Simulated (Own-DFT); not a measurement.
# Point defects and the pressure they add: C40 NbSi2

Source: density functional calculations with Own-DFT, an unreviewed in-house program that is no longer used. Nothing was measured or relaxed, and spin and spin-orbit coupling are left out.

Method: PBEsol; PseudoDojo norm-conserving scalar-relativistic files, made for PBE; cutoff 42 hartree; 4 x 4 x 5 k mesh centred on Gamma; cold (Marzari-Vanderbilt) smearing of 0.2 eV.

Known weak points: forces on such cells failed a check on a denser k mesh; stress not checked against mesh or cutoff.

All runs share one cell, with vectors in Å (0.000, 8.324, 0.000); (-9.613, 0.000, 0.000); (0.000, 0.000, 6.586) and a volume of 527.0 Å³. The atoms are randomly displaced, by u rms on each axis. The defect's site can differ from row to row.

```
cell,formula,u (Å),P (GPa)
no defect,Nb12Si24,0.0188,-2.14
no defect,Nb12Si24,0.0469,-1.19
no defect,Nb12Si24,0.0483,-1.10
two Nb on a Si site each,Nb14Si22,0.0285,3.35
two Nb on a Si site each,Nb14Si22,0.0523,4.36
two Nb on a Si site each,Nb14Si22,0.0545,4.73
one Si vacancy,Nb12Si23,0.0267,?
one Si vacancy,Nb12Si23,0.0313,-2.52
one Si vacancy,Nb12Si23,0.0425,-2.06
one Si vacancy,Nb12Si23,0.0514,-2.03
two Si on a Nb site each,Nb10Si26,0.0299,-1.80
two Si on a Nb site each,Nb10Si26,0.0319,-1.64
two Si on a Nb site each,Nb10Si26,0.0514,-1.17
```

## Fit

P = P0 + c u² + a shift for each defect gives P0 = -2.24 GPa, c = 465 ± 57 GPa/Å² and a scatter of 0.17 GPa. The shifts, and each times the cell's volume:

- two Nb on a Si site each: 5.37 ± 0.14 GPa, 17.7 eV (8.8 eV for each of its 2 sites)
- two Si on a Nb site each: -0.01 ± 0.14 GPa, 0.0 eV (0.0 eV for each of its 2 sites) (not resolved)
- one Si vacancy: -0.81 ± 0.14 GPa, -2.7 eV

Positive is outwards. The product with the volume (160.2 GPa Å³ to the eV) is nearly free of the cell's size; divided by the bulk modulus at the cell's pressure it gives the volume that the defect adds. The atoms around the defects weren't relaxed, which would change these numbers.

## Test on the hidden row

Q: what pressure belongs in the blank (one Si vacancy, u = 0.0267 Å)?

The fit gives -2.71 ± 0.20 GPa. The hidden result is -2.62 GPa.
